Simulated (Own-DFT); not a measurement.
# Which defects push the lattice out? diamond germanium

No measurement is shown. These are fixed-geometry runs of a retired plane-wave code named Own-DFT, which no person has reviewed; spin and spin-orbit coupling are neglected.

All runs used: PBE; PseudoDojo norm-conserving scalar-relativistic files; cutoff 42 hartree; 3 x 3 x 6 k mesh centred on Gamma; Fermi-Dirac smearing of 0.1 eV.

Limits (not all hold for every row): not probed for a lower state with spin; smearing too wide for converged forces on cells of this kind; forces on such cells failed a check on a denser k mesh; stress not checked against mesh or cutoff.

All runs share one cell, with vectors in Å (11.316, 0.000, 0.000); (0.000, 11.316, 0.000); (0.000, 0.000, 5.658) and a volume of 724.5 Å³. The atoms are randomly displaced, by u rms on each axis. The defect's site can differ from row to row.

```
          cell  formula   u (Å)  P (GPa)
     no defect     Ge32  0.0188     3.91
     no defect     Ge32  0.0200     3.92
     no defect     Ge32  0.0515     4.28
one Ge vacancy     Ge31  0.0311     3.40
one Ge vacancy     Ge31  0.0330     3.72
one Ge vacancy     Ge31  0.0473     3.57
  one added Ge     Ge33  0.0273     7.78
  one added Ge     Ge33  0.0297        ?
  one added Ge     Ge33  0.0516     8.58
  one added Ge     Ge33  0.0544     8.52
```

## What the rows give

P = P0 + c u² + a shift for each defect gives P0 = 3.78 GPa, c = 224 ± 70 GPa/Å² and a scatter of 0.19 GPa. The shifts, and each times the cell's volume:

- one added Ge: 4.04 ± 0.17 GPa, 18.3 eV
- one Ge vacancy: -0.54 ± 0.16 GPa, -2.4 eV

Against the defect-free cell, a freed cell would be larger where the shift is positive and smaller where it is negative (160.2 GPa Å³ is 1 eV). The atoms around the defects weren't relaxed, which would change these numbers.

## Withheld run

Question: what pressure belongs in the blank (one added Ge, u = 0.0297 Å)?

The fitted form gives 8.02 ± 0.23 GPa. The calculation gave 7.92 GPa.
